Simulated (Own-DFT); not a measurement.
# Response to strain: 4H SiC, 72 atoms (C36Si36)

All numbers below are calculated, not measured. They come from Own-DFT, an in-house plane-wave density functional program, since retired, whose code no person has reviewed. Each row is one single-point run on a periodic cell that was not relaxed, without spin or spin-orbit coupling.

Settings of every run: PBE; PseudoDojo norm-conserving scalar-relativistic files; cutoff 42 hartree; 4 x 4 x 3 k mesh centred on Gamma; Fermi-Dirac smearing of 0.1 eV.

Known limits: forces on such cells passed a denser k mesh, each cell not checked; stress not checked against mesh or cutoff.

Unstrained cell vectors in Å: (9.248, 0.000, 0.000); (-4.624, 8.009, 0.000); (0.000, 0.000, 10.068). The unstrained cell has measured lattice constants (interpolated for alloys), not those of this functional. That, the random moves and any unrelaxed bonds set the pressure at no strain. Each run strains this cell uniformly, with the atoms carried along. Every atom was also moved at random, by a Gaussian of width 0.05 Å on each axis. Strain is the symmetric tensor, in per cent. Stress is positive in tension, and the pressure is minus a third of its trace.

| run | e_xx (%) | e_yy (%) | e_zz (%) | e_yz (%) | e_xz (%) | e_xy (%) | s_xx (GPa) | s_yy (GPa) | s_zz (GPa) | s_yz (GPa) | s_xz (GPa) | s_xy (GPa) | P (GPa) | E (meV/atom) |
|---|---|---|---|---|---|---|---|---|---|---|---|---|---|---|
| 1 | 0.48 | -0.25 | 0.92 | -1.71 | 1.59 | -0.22 | -2.23 | -3.84 | -1.98 | -4.93 | 5.50 | -1.57 | 2.68 | 23.7 |
| 2 | -1.57 | -1.57 | -1.88 | -1.40 | -1.32 | -1.64 | -16.19 | -16.67 | -21.18 | -4.70 | -4.45 | -7.98 | 18.01 | 64.1 |
| 3 | 1.07 | 0.54 | 0.03 | -1.42 | 1.25 | 1.53 | 1.20 | -1.32 | -4.46 | -5.15 | 4.03 | 6.79 | 1.53 | 15.3 |
| 4 | -0.91 | 1.74 | 0.72 | 0.94 | 1.63 | 0.09 | -9.94 | 4.37 | -2.01 | 3.14 | 5.79 | -1.02 | 2.53 | 37.8 |
| 5 | -1.63 | -1.38 | 1.59 | -1.46 | 1.02 | -0.98 | -14.40 | -14.57 | 1.31 | -6.07 | 3.76 | -4.84 | 9.22 | 47.1 |
| 6 | -1.45 | -1.01 | -1.67 | 1.46 | -1.63 | 0.73 | -15.40 | -12.31 | -19.58 | 5.39 | -6.71 | 4.46 | 15.76 | 56.2 |
| 7 | -1.62 | -0.82 | 1.08 | 0.13 | 1.29 | -0.32 | -14.82 | -9.63 | -0.86 | -0.19 | 4.10 | -1.75 | 8.43 | 27.3 |
| 8 | -1.80 | 1.92 | -0.65 | -0.45 | 0.39 | 0.35 | -13.20 | 3.10 | -8.56 | -0.76 | 0.73 | 0.63 | 6.22 | 32.6 |
| 9 | 0.92 | 0.81 | 0.95 | -0.16 | 0.09 | 1.09 | 2.21 | 0.11 | 0.40 | -1.32 | 0.35 | 3.88 | -0.91 | 0.0 |
| 10 | 0.44 | 1.45 | -1.89 | -0.62 | 1.49 | 1.10 | -2.51 | 1.82 | -18.38 | -2.23 | 5.88 | 4.85 | 6.36 | 63.0 |
| 11 | -1.91 | -1.61 | 0.27 | -1.26 | -0.47 | -1.30 | -19.43 | -17.06 | -6.20 | -4.73 | -1.34 | -7.20 | 14.23 | 69.9 |
| 12 | -1.69 | 1.08 | -1.20 | 0.96 | 0.86 | 0.48 | -12.14 | -1.53 | -13.57 | 3.87 | 2.42 | 1.07 | 9.08 | 26.4 |
| 13 | 0.57 | 0.97 | -0.92 | 0.14 | 1.24 | -1.73 | -0.16 | -0.37 | -12.96 | -0.03 | 3.99 | -7.50 | 4.50 | 42.2 |
| 14 | 1.56 | 1.04 | -0.88 | 1.11 | -0.59 | -1.45 | 4.30 | 0.99 | -11.46 | 3.72 | -2.06 | -6.82 | 2.06 | 34.2 |
| 15 | -1.43 | 1.22 | -0.68 | 0.97 | 1.01 | -1.34 | -13.47 | 0.13 | -9.74 | 3.74 | 3.46 | -6.10 | 7.69 | 42.8 |
| 16 | 0.74 | -1.94 | -1.96 | -0.25 | -0.44 | 0.81 | -3.05 | -15.97 | -20.09 | -0.41 | -1.88 | 5.23 | 13.03 | 46.4 |
| 17 | 1.51 | 0.70 | -1.86 | -0.32 | -0.99 | -1.74 | ? | ? | ? | ? | ? | ? | ? | ? |

E is the free energy for each atom above the lowest run shown.

## Worked fit

Each stress component was fitted by least squares to a constant and the strains of the runs shown, as fractions, with shears doubled. Shear strains stay in the fit of a normal stress only where such slopes are resolved. The slopes, in GPa:

```
stress  at no strain  per e_xx  per e_yy  per e_zz  scatter
  s_xx          -5.1  579 ± 24  100 ± 22   29 ± 25     1.13
  s_yy          -5.2   97 ± 18  551 ± 17   58 ± 19     0.87
  s_zz          -6.9   18 ± 20   87 ± 19  641 ± 21     0.95
```

Each shear stress against twice its own strain: yz 169 ± 9, xz 177 ± 8, xy 230 ± 7 GPa. These are stiffnesses along x, y and z of the frame in which the cell vectors are given, which need not be the crystal's axes. The atoms are held to the strained lattice; where symmetry lets them move under strain, relaxing them would lower some slopes. The table should be nearly symmetric about its diagonal, and what it lacks of that shows the noise. A ninth of its sum, 240 ± 6 GPa, estimates the bulk modulus near the mean pressure of these runs, 7.5 GPa, so it lies above the value at zero pressure.

## Withheld run

Question: what normal stresses and pressure should run 17 give?

The fit gives s_xx = 3.8, s_yy = -1.0, s_zz = -17.9 and P = 5.0 GPa. The calculation gave 3.59, -0.92, -18.96 and P = 5.43 GPa.
